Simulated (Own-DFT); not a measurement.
# Stretching a layer in its plane: diamond-structure SiGeSn with randomly placed atoms, 64 atoms (Ge40Si16Sn8)

Source: density functional calculations with Own-DFT, an unreviewed in-house program that is no longer used. Nothing was measured or relaxed, and spin and spin-orbit coupling are left out.

Method: PBE; PseudoDojo norm-conserving scalar-relativistic files; cutoff 49 hartree; 3 x 3 x 3 k mesh centred on Gamma; Fermi-Dirac smearing of 0.1 eV.

Keep in mind: forces on such cells moved up to 12 meV/angstrom on a denser k mesh; stress not checked against mesh or cutoff.

Unstrained cell vectors in Å: (11.410, 0.000, 0.000); (0.000, 11.410, 0.000); (0.000, 0.000, 11.410). The unstrained cell has measured lattice constants (interpolated for alloys), not those of this functional. That, the random moves and any unrelaxed bonds set the pressure at no strain. Each run strains x and y alike by e, as a substrate would, and holds the height along z. Random moves of width 0.05 Å per axis were added to every atom. The random placing of the alloy's atoms differs from row to row. Stress is positive in tension.

| e (%) | u (Å) | (s_xx + s_yy)/2 (GPa) | s_zz (GPa) |
|---|---|---|---|
| -3.00 | 0.055 | -11.19 | -9.05 |
| -2.75 | 0.049 | ? | ? |
| -2.25 | 0.046 | -9.34 | -7.71 |
| -1.50 | 0.051 | -7.76 | -6.77 |
| -0.50 | 0.049 | -5.99 | -5.34 |
| -0.25 | 0.052 | -5.31 | -5.18 |
| 0.75 | 0.048 | -3.42 | -3.86 |
| 1.00 | 0.051 | -3.00 | -3.47 |
| 2.00 | 0.052 | -1.43 | -2.61 |
| 2.50 | 0.051 | -0.74 | -2.31 |

## Fit

With e as a fraction, the in-plane stress is -4.8 + 186 e - 813 e² GPa (errors 2 and 124, scatter 0.11), and s_zz is -4.7 + 120 e - 793 e² GPa (slope ± 2, scatter 0.11). At e = 0 the first slope is C11 + C12 and the second 2 C12, both with the ions held to the strained lattice and at the cell's own pressure. The term in e² is negative: the layer stiffens under compression and softens under tension. A free layer would change its height as e changes, and the in-plane slope would drop by 2 C12²/C11 to the biaxial modulus. At fixed height, a misfit of 1 % moves the in-plane stress by about 1.9 GPa and s_zz by 1.2 GPa.

## Withheld run

The question: what are the two stresses at e = -2.75 %?

The fitted form gives -10.6 and -8.6 GPa. Computed: -10.63 and -8.89 GPa.
